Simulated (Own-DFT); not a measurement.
## Calculated data, Hf36O71 (tetragonal hafnia with one neutral oxygen vacancy, atoms displaced)

A calculation, not a measurement: plane-wave PBE and HSE06 DFT by an unreviewed code, no spin, of a simulated cell at Gamma alone, so results move with cell size and shape, stress positive in tension, energies less offsets, not probed for a lower state with spin; hafnium file: forces about 75 meV/angstrom off all-electron values; oxygen file: force components 24 meV/angstrom off all-electron in a glass; k mesh not checked against a denser one; forces and stress are PBE's, HSE06 gives the energy alone, and its difference from PBE has offsets of its own; offsets are fitted by least squares, one for each functional and potential file, so energies compare only between cells with the same atoms and settings and are not formation energies; the far tail of each file's local potential was reset to the Coulomb form; each entry is a single point on an unrelaxed cell, so the pressure reflects the starting lattice, taken from the Materials Project, from which strain is counted, and rises with the displacements; printed positions are rounded, which can move forces by about a meV/angstrom; the program is a retired in-house code; no spin-orbit coupling. Program: Own-DFT development build.

Settings shared by all entries: first functional PBE; second functional HSE06; exact exchange share 0.25; screening 0.11 1/bohr; exchange divergence Gygi-Baldereschi; potential files PseudoDojo norm-conserving, scalar-relativistic, made for PBE, standard set; wave cutoff 48 hartree; occupations fixed; k mesh 1 x 1 x 1 centred on Gamma.

```yaml
- entry: 1
  formula: Hf36O71
  kind: "tetragonal hafnia with one neutral oxygen vacancy, atoms displaced"
  structure:
    cell_angstrom: [[10.78, 0.0, 0.0], [0.0, 10.78, 0.0], [0.0, 0.0, 10.4493]]
    atoms_fractional:
      - [Hf, 0.99829, 0.00635, 0.9978]
      - [Hf, 0.1629, 0.15613, 0.25527]
      - [O, 0.0099, 0.1604, 0.16691]
      - [O, 0.15409, 0.98955, 0.3396]
      - [O, 0.00023, 0.17298, 0.40164]
      - [O, 0.16684, 0.01035, 0.10852]
      - [Hf, 0.00641, 0.98515, 0.50551]
      - [Hf, 0.15844, 0.16644, 0.76085]
      - [O, 0.98957, 0.16374, 0.6451]
      - [O, 0.1645, 0.01599, 0.84173]
      - [O, 0.99161, 0.16736, 0.89605]
      - [O, 0.16155, 0.01157, 0.59479]
      - [Hf, 0.98088, 0.32687, 0.98311]
      - [Hf, 0.16929, 0.49271, 0.24821]
      - [O, 0.01625, 0.49698, 0.14421]
      - [O, 0.16855, 0.3275, 0.34627]
      - [O, 0.00515, 0.50081, 0.39839]
      - [O, 0.15763, 0.33225, 0.08681]
      - [Hf, 0.99283, 0.3463, 0.50176]
      - [Hf, 0.16814, 0.49308, 0.74452]
      - [O, 0.00794, 0.48647, 0.66169]
      - [O, 0.16702, 0.34724, 0.85832]
      - [O, 0.00909, 0.48917, 0.91092]
      - [O, 0.16896, 0.3336, 0.60885]
      - [Hf, 0.99557, 0.66902, 0.00476]
      - [Hf, 0.1461, 0.83501, 0.24695]
      - [O, 0.00813, 0.83416, 0.1559]
      - [O, 0.14913, 0.66663, 0.34205]
      - [O, 0.00723, 0.84086, 0.39596]
      - [O, 0.16318, 0.6675, 0.10916]
      - [Hf, 0.99983, 0.66089, 0.50556]
      - [Hf, 0.1633, 0.83952, 0.75481]
      - [O, 0.01116, 0.82319, 0.64363]
      - [O, 0.16184, 0.6612, 0.85502]
      - [O, 0.98513, 0.84428, 0.90085]
      - [O, 0.1686, 0.67051, 0.59307]
      - [Hf, 0.33616, 0.00289, 0.00533]
      - [Hf, 0.49809, 0.17616, 0.26843]
      - [O, 0.33296, 0.16325, 0.15562]
      - [O, 0.5098, 0.99534, 0.35909]
      - [O, 0.32963, 0.16548, 0.40242]
      - [O, 0.49768, 0.98814, 0.08691]
      - [Hf, 0.33447, 0.01237, 0.52208]
      - [Hf, 0.49155, 0.17347, 0.75425]
      - [O, 0.34281, 0.15657, 0.65811]
      - [O, 0.50304, 0.99686, 0.8469]
      - [O, 0.33389, 0.16045, 0.89939]
      - [O, 0.49322, 0.99832, 0.59272]
      - [Hf, 0.33336, 0.34552, 0.99032]
      - [Hf, 0.48739, 0.50751, 0.23577]
      - [O, 0.33353, 0.49339, 0.14755]
      - [O, 0.49665, 0.34042, 0.35019]
      - [O, 0.32304, 0.49343, 0.40371]
      - [Hf, 0.32273, 0.32938, 0.4817]
      - [Hf, 0.50306, 0.49293, 0.74637]
      - [O, 0.31339, 0.48169, 0.65045]
      - [O, 0.49474, 0.33635, 0.84795]
      - [O, 0.33938, 0.49423, 0.89545]
      - [O, 0.50796, 0.34061, 0.58129]
      - [Hf, 0.32824, 0.66495, 0.01058]
      - [Hf, 0.4994, 0.84008, 0.26359]
      - [O, 0.32325, 0.82432, 0.15032]
      - [O, 0.50357, 0.66959, 0.34724]
      - [O, 0.32894, 0.84057, 0.40984]
      - [O, 0.50277, 0.6633, 0.09777]
      - [Hf, 0.32393, 0.66561, 0.5077]
      - [Hf, 0.51416, 0.83562, 0.74497]
      - [O, 0.34049, 0.83313, 0.65286]
      - [O, 0.49344, 0.66821, 0.84954]
      - [O, 0.34327, 0.83846, 0.89622]
      - [O, 0.51243, 0.6671, 0.60968]
      - [Hf, 0.66164, 0.00421, 0.00491]
      - [Hf, 0.8309, 0.15772, 0.24573]
      - [O, 0.67624, 0.16672, 0.15397]
      - [O, 0.82853, 0.99971, 0.34094]
      - [O, 0.67132, 0.16005, 0.41577]
      - [O, 0.83891, 0.99882, 0.10542]
      - [Hf, 0.67292, 0.00619, 0.50458]
      - [Hf, 0.8466, 0.17127, 0.7565]
      - [O, 0.66457, 0.16545, 0.64857]
      - [O, 0.83919, 0.99879, 0.84779]
      - [O, 0.67222, 0.17415, 0.88824]
      - [O, 0.82455, 0.00069, 0.59809]
      - [Hf, 0.6653, 0.33545, 0.99197]
      - [Hf, 0.83307, 0.49404, 0.25465]
      - [O, 0.66614, 0.49794, 0.14522]
      - [O, 0.83027, 0.33057, 0.35593]
      - [O, 0.6751, 0.51198, 0.39689]
      - [O, 0.82766, 0.32801, 0.08641]
      - [Hf, 0.6578, 0.33121, 0.4958]
      - [Hf, 0.82376, 0.50749, 0.75808]
      - [O, 0.6638, 0.50933, 0.65355]
      - [O, 0.8335, 0.32157, 0.83655]
      - [O, 0.67596, 0.51376, 0.89111]
      - [O, 0.82442, 0.33316, 0.59627]
      - [Hf, 0.66006, 0.66758, 0.99435]
      - [Hf, 0.82531, 0.8179, 0.25168]
      - [O, 0.66494, 0.84262, 0.15732]
      - [O, 0.84263, 0.66061, 0.336]
      - [O, 0.67388, 0.82347, 0.39781]
      - [O, 0.83125, 0.65384, 0.1034]
      - [Hf, 0.67779, 0.66335, 0.50793]
      - [Hf, 0.84506, 0.84, 0.74353]
      - [O, 0.65606, 0.84723, 0.65425]
      - [O, 0.82917, 0.66018, 0.84787]
      - [O, 0.66698, 0.83095, 0.91522]
      - [O, 0.82806, 0.66004, 0.59701]
  results:
    "PBE_energy_of_cell_above_offsets [eV]": "-84.537"
    "HSE06_less_PBE_above_offsets [eV]": "0.659"
    "PBE_pressure [GPa]": 6.68
    "PBE_stress_xx [GPa]": -7.45
    "PBE_stress_yy [GPa]": -6.04
    "PBE_stress_zz [GPa]": -6.56
    "PBE_stress_yz [GPa]": -0.14
    "PBE_stress_xz [GPa]": -0.54
    "PBE_stress_xy [GPa]": -0.06
    force_element: [Hf, Hf, O, O, O, O, Hf, Hf, O, O, O, O, Hf, Hf, O, O, O, O, Hf, Hf, O, O, O, O, Hf, Hf, O, O, O, O, Hf, Hf, O, O, O, O, Hf, Hf, O, O, O, O, Hf, Hf, O, O, O, O, Hf, Hf, O, O, O, Hf, Hf, O, O, O, O, Hf, Hf, O, O, O, O, Hf, Hf, O, O, O, O, Hf, Hf, O, O, O, O, Hf, Hf, O, O, O, O, Hf, Hf, O, O, O, O, Hf, Hf, O, O, O, O, Hf, Hf, O, O, O, O, Hf, Hf, O, O, O, O]
    "force_x [eV/angstrom]": [-0.135, 0.821, -3.913, 0.24, 0.274, -0.184, -1.765, 0.798, 2.29, -0.728, 1.183, 0.584, 3.624, -1.768, -3.168, 0.518, -0.614, 1.417, -0.233, -1.015, -3.194, 0.348, -2.225, -0.937, 1.461, 7.476, -6.927, 0.685, -1.937, 0.09, 1.518, 4.045, -1.889, -0.182, 1.329, -1.813, -0.694, -0.389, 1.981, -0.258, 0.9, 0.649, -0.21, 3.512, -3.071, 0.789, 0.015, 2.695, -1.949, 4.164, -1.145, 0.262, 0.418, -0.722, -1.81, 5.762, 0.812, 0.094, -4.237, 0.138, -1.356, 1.333, -1.22, 0.417, -1.117, 3.418, -5.667, -2.375, 0.891, -2.29, -1.876, 0.554, 3.132, -3.736, -0.102, -0.946, -0.061, -2.466, -3.903, -0.596, -0.373, -0.802, 3.907, -0.853, -0.186, -0.637, 0.094, 0.182, 0.091, 4.535, 1.078, 0.956, 0.018, -0.944, 0.65, -0.151, -0.232, 0.05, 0.891, 0.696, 0.143, -5.287, -2.124, 6.432, 1.591, 0.503, 3.949]
    "force_y [eV/angstrom]": [-0.25, 0.363, 0.284, 2.629, -0.785, -1.036, 4.203, 4.959, 0.098, -4.96, -1.33, -0.535, 2.782, 0.412, 0.364, 0.739, -0.053, -0.305, -3.636, 0.617, 1.464, -3.57, 2.708, -1.798, -2.145, -1.63, -0.483, -0.834, -2.969, -0.53, 0.427, -1.582, 0.726, 2.007, -1.776, -0.26, -1.131, -2.026, 0.446, 2.003, -1.202, 0.452, -2.936, -2.676, 1.052, 1.867, 1.781, 0.05, -3.085, 1.005, -0.063, -0.041, 2.254, 1.423, 3.184, 1.506, -0.236, 2.669, 0.245, 2.485, -1.257, 0.238, -0.905, -1.013, -0.46, 2.04, -0.991, -0.079, -1.094, -0.284, -0.502, -0.277, 0.272, 0.011, -1.23, 2.786, 0.388, -1.892, -3.702, 0.004, -0.012, -0.693, -1.943, 0.021, -0.585, -0.967, 0.445, -1.449, 0.308, 0.303, -2.732, -0.947, 5.733, -3.546, 0.889, 0.104, 3.2, -0.408, -0.358, 0.312, 1.238, 0.133, 0.651, -0.468, 3.489, 1.259, 0.632]
    "force_z [eV/angstrom]": [2.691, 0.051, -2.908, 2.411, 1.301, -2.731, -2.611, -3.281, 0.949, 1.91, -0.447, 2.015, 3.707, -0.332, 1.285, 0.518, 0.718, 0.289, 0.359, 3.125, -1.86, -1.274, -0.978, -1.652, 0.457, 2.497, -4.551, 1.412, 1.377, -1.915, -2.742, 0.939, 0.518, -0.665, -0.549, 1.368, -0.069, -2.283, 0.729, -1.055, -0.403, 1.842, -3.064, 0.275, -0.781, -0.069, 0.094, 1.443, 2.15, 1.941, -1.315, -1.098, -1.029, 3.16, -0.563, -1.613, 0.414, 0.006, 2.942, -1.647, -0.852, 0.286, -0.199, 0.546, 0.297, -2.026, 3.122, 0.525, 0.028, 1.327, -1.264, -0.797, 2.155, -0.85, 1.055, -2.867, -1.873, -0.322, -4.075, 0.722, -0.224, 2.375, 1.238, 0.982, -1.39, 0.282, -1.619, 0.424, 0.788, -0.54, -2.019, -0.017, 2.419, 0.273, 0.082, 1.459, -0.544, -0.295, 2.514, 0.947, -1.044, -2.776, 1.364, -1.798, 0.193, -1.332, 1.913]
- entry: 2
  formula: Hf36O71
  kind: "tetragonal hafnia with one neutral oxygen vacancy, atoms displaced"
  structure:
    cell_angstrom: [[10.78, 0.0, 0.0], [0.0, 10.78, 0.0], [0.0, 0.0, 10.4493]]
    atoms_fractional:
      - [Hf, 0.98904, 0.00081, 0.98439]
      - [Hf, 0.16788, 0.14999, 0.25146]
      - [O, 0.00139, 0.17125, 0.15355]
      - [O, 0.17304, 0.00434, 0.33984]
      - [O, 0.00404, 0.162, 0.40795]
      - [O, 0.16383, 0.99674, 0.08972]
      - [Hf, 0.0116, 0.9948, 0.49603]
      - [Hf, 0.16908, 0.16143, 0.74379]
      - [O, 0.98573, 0.16297, 0.65163]
      - [O, 0.17149, 0.99909, 0.84618]
      - [O, 0.00192, 0.16432, 0.887]
      - [O, 0.16259, 0.99597, 0.59511]
      - [Hf, 0.01849, 0.3371, 0.98518]
      - [Hf, 0.16609, 0.49731, 0.24608]
      - [O, 0.98938, 0.50194, 0.16346]
      - [O, 0.16509, 0.34667, 0.34782]
      - [O, 0.98841, 0.50305, 0.39864]
      - [O, 0.1616, 0.32706, 0.09964]
      - [Hf, 0.9887, 0.3336, 0.49299]
      - [Hf, 0.16272, 0.50192, 0.74839]
      - [O, 0.0076, 0.50298, 0.66359]
      - [O, 0.15873, 0.3303, 0.8299]
      - [O, 0.00311, 0.49152, 0.90415]
      - [O, 0.15552, 0.34513, 0.59805]
      - [Hf, 0.00427, 0.67288, 0.99686]
      - [Hf, 0.17053, 0.81848, 0.24627]
      - [O, 0.98823, 0.83556, 0.15398]
      - [O, 0.17301, 0.6571, 0.33083]
      - [O, 0.99505, 0.82134, 0.3931]
      - [O, 0.17101, 0.67011, 0.10147]
      - [Hf, 0.99571, 0.66622, 0.49497]
      - [Hf, 0.1733, 0.83599, 0.75311]
      - [O, 0.00318, 0.83343, 0.66247]
      - [O, 0.1621, 0.67647, 0.83324]
      - [O, 0.99319, 0.82712, 0.90084]
      - [O, 0.16596, 0.65633, 0.60458]
      - [Hf, 0.343, 0.99836, 0.01803]
      - [Hf, 0.49564, 0.16914, 0.24872]
      - [O, 0.34061, 0.15991, 0.15536]
      - [O, 0.5013, 0.99817, 0.34853]
      - [O, 0.33487, 0.16342, 0.40334]
      - [O, 0.49527, 0.00494, 0.10174]
      - [Hf, 0.33303, 0.01702, 0.49134]
      - [Hf, 0.51032, 0.16109, 0.75821]
      - [O, 0.33778, 0.1638, 0.64892]
      - [O, 0.50433, 0.98858, 0.84151]
      - [O, 0.33922, 0.16197, 0.8943]
      - [O, 0.51362, 0.99599, 0.59512]
      - [Hf, 0.32356, 0.33346, 0.00771]
      - [Hf, 0.49833, 0.50714, 0.26207]
      - [O, 0.3344, 0.5056, 0.14259]
      - [O, 0.49947, 0.34065, 0.32678]
      - [O, 0.33132, 0.51118, 0.38699]
      - [O, 0.50606, 0.32311, 0.09169]
      - [Hf, 0.34049, 0.3299, 0.49464]
      - [Hf, 0.50138, 0.51404, 0.75418]
      - [O, 0.32531, 0.49968, 0.66379]
      - [O, 0.49586, 0.33929, 0.83897]
      - [O, 0.33857, 0.49584, 0.89502]
      - [O, 0.51496, 0.32802, 0.5987]
      - [Hf, 0.35095, 0.6562, 0.00769]
      - [Hf, 0.49728, 0.82849, 0.23396]
      - [O, 0.32871, 0.83165, 0.1491]
      - [O, 0.51187, 0.67133, 0.34582]
      - [O, 0.31864, 0.83235, 0.41335]
      - [O, 0.49982, 0.65885, 0.09558]
      - [Hf, 0.33029, 0.66847, 0.50948]
      - [Hf, 0.50386, 0.82991, 0.74648]
      - [O, 0.32962, 0.83913, 0.63392]
      - [O, 0.50594, 0.66371, 0.85475]
      - [O, 0.34109, 0.83316, 0.88999]
      - [O, 0.50194, 0.66987, 0.58791]
      - [Hf, 0.67917, 0.00173, 0.99833]
      - [Hf, 0.83652, 0.15773, 0.24868]
      - [O, 0.66729, 0.16872, 0.14434]
      - [O, 0.84051, 0.00463, 0.3556]
      - [O, 0.65545, 0.16597, 0.40319]
      - [O, 0.82276, 0.00626, 0.09624]
      - [Hf, 0.66863, 0.00778, 0.48089]
      - [Hf, 0.82996, 0.17571, 0.75784]
      - [O, 0.65979, 0.16386, 0.64609]
      - [O, 0.84083, 0.98851, 0.84988]
      - [O, 0.67055, 0.15597, 0.90855]
      - [O, 0.83773, 0.99892, 0.59423]
      - [Hf, 0.65923, 0.33893, 0.99795]
      - [Hf, 0.83744, 0.50925, 0.24212]
      - [O, 0.66452, 0.49949, 0.14428]
      - [O, 0.83381, 0.31855, 0.33321]
      - [O, 0.66591, 0.48942, 0.40207]
      - [O, 0.83072, 0.32583, 0.09854]
      - [Hf, 0.67131, 0.34096, 0.49766]
      - [Hf, 0.83684, 0.5031, 0.75699]
      - [O, 0.67753, 0.48962, 0.66123]
      - [O, 0.84535, 0.3358, 0.84096]
      - [O, 0.83213, 0.34894, 0.60278]
      - [Hf, 0.65604, 0.67298, 0.99279]
      - [Hf, 0.83693, 0.82615, 0.25041]
      - [O, 0.66301, 0.84395, 0.14658]
      - [O, 0.82914, 0.67188, 0.34663]
      - [O, 0.66613, 0.83433, 0.398]
      - [O, 0.82581, 0.6718, 0.09576]
      - [Hf, 0.6766, 0.65982, 0.50385]
      - [Hf, 0.83539, 0.82947, 0.74229]
      - [O, 0.66774, 0.81764, 0.64952]
      - [O, 0.82955, 0.67422, 0.84891]
      - [O, 0.67276, 0.82712, 0.90904]
      - [O, 0.83109, 0.65863, 0.60837]
  results:
    "PBE_energy_of_cell_above_offsets [eV]": "-87.521"
    "HSE06_less_PBE_above_offsets [eV]": "0.597"
    "PBE_pressure [GPa]": 5.63
    "PBE_stress_xx [GPa]": -3.8
    "PBE_stress_yy [GPa]": -7.51
    "PBE_stress_zz [GPa]": -5.58
    "PBE_stress_yz [GPa]": 2.42
    "PBE_stress_xz [GPa]": -0.63
    "PBE_stress_xy [GPa]": -0.2
    force_element: [Hf, Hf, O, O, O, O, Hf, Hf, O, O, O, O, Hf, Hf, O, O, O, O, Hf, Hf, O, O, O, O, Hf, Hf, O, O, O, O, Hf, Hf, O, O, O, O, Hf, Hf, O, O, O, O, Hf, Hf, O, O, O, O, Hf, Hf, O, O, O, O, Hf, Hf, O, O, O, O, Hf, Hf, O, O, O, O, Hf, Hf, O, O, O, O, Hf, Hf, O, O, O, O, Hf, Hf, O, O, O, O, Hf, Hf, O, O, O, O, Hf, Hf, O, O, O, Hf, Hf, O, O, O, O, Hf, Hf, O, O, O, O]
    "force_x [eV/angstrom]": [1.231, -2.104, 0.698, -0.182, 1.083, 0.029, -4.108, -0.923, 1.759, -0.926, -0.12, 1.634, -4.241, 0.107, 4.031, 0.574, -0.212, 1.691, 1.202, 0.958, -3.276, 0.576, 0.293, 1.566, -0.938, -1.252, 2.797, -0.973, 1.183, -0.738, 0.709, 1.084, 0.159, -0.472, 0.722, -0.521, -3.151, 4.295, -2.925, -1.217, -0.069, 2.596, 2.052, -1.018, -0.247, 0.412, -0.471, -1.818, 3.413, 0.704, -0.097, -1.146, 1.169, -3.078, -0.997, 0.03, 2.939, 1.373, -0.701, -2.945, -4.72, 2.352, 1.272, -0.422, -0.338, 1.473, -0.547, -1.231, 0.886, -0.149, 0.068, -0.016, -3.241, -0.666, -0.868, -0.179, -0.06, 4.093, 0.525, 0.062, 2.531, -0.689, -0.214, -0.457, 2.191, -3.692, -0.377, 0.253, 0.021, 0.474, 0.493, 0.434, -2.503, -0.925, 0.582, 3.353, -2.788, -0.376, -0.278, 0.612, 0.939, -1.537, -0.525, 0.393, 0.344, -0.605, 1.848]
    "force_y [eV/angstrom]": [0.039, 4.263, -1.214, -3.858, 0.543, 0.416, 0.373, -0.283, 0.51, 0.336, 0.083, 1.197, -3.57, -0.388, 0.223, -2.568, 0.202, 0.901, -0.626, 0.478, 0.404, -0.482, 3.935, -1.413, -0.42, 1.271, -0.269, 1.124, 1.226, 0.019, -1.064, 0.92, -0.45, -2.288, 1.1, 0.832, -0.047, -0.811, 0.594, -0.311, 4.685, -0.671, -6.652, 0.108, 0.289, 1.122, 0.741, -0.048, -0.562, 0.768, -1.124, -1.665, -1.46, 0.123, 2.017, -4.033, 0.012, -0.482, 0.52, 0.895, 0.645, 1.494, -0.047, 0.188, 0.046, 1.17, 0.695, 1.759, -0.867, 1.416, -0.855, -1.331, -1.941, 1.173, -0.788, -1.541, 2.538, -0.146, -2.435, -2.294, 0.357, 1.71, 3.113, -0.958, 0.173, -2.329, 0.048, 2.51, 3.054, 0.926, -3.412, 0.463, 1.487, 0.223, -0.967, -2.6, 2.014, -0.778, -1.831, -0.728, -0.278, 2.4, 0.996, -0.325, -2.092, 2.245, 0.201]
    "force_z [eV/angstrom]": [1.184, -2.693, -0.059, 2.012, -0.678, 0.899, 1.005, -0.208, -0.238, -0.085, 1.429, 0.058, 1.255, -0.408, -2.653, 0.274, 0.745, 0.073, 0.974, 0.195, -1.589, 2.733, 0.101, -1.817, 0.297, 0.098, -1.178, 2.392, 0.604, -1.578, 2.297, -1.329, -1.83, 2.796, 0.655, -2.534, -4.774, -0.531, -0.675, -1.005, -2.628, 0.704, 4.17, -1.129, -0.875, 0.829, 1.857, -0.174, -2.406, -2.289, 0.238, 2.661, 1.632, -0.112, 1.955, -1.45, -2.209, 0.569, 1.908, -1.898, -3.48, 3.202, -0.498, -0.33, -2.465, 2.376, -0.425, -1.518, 2.529, 0.329, 1.72, 1.387, 0.198, -2.092, 1.562, -1.222, -1.55, 1.075, 3.011, -2.314, 1.379, 0.172, -2.413, -0.27, 0.872, 0.209, 0.465, 2.429, -0.964, -2.111, 1.744, -0.412, -0.148, 1.238, -1.344, 0.793, 0.089, 0.52, 1.388, 0.141, 0.285, -0.738, -0.228, 0.608, 0.412, -1.631, -1.551]
```
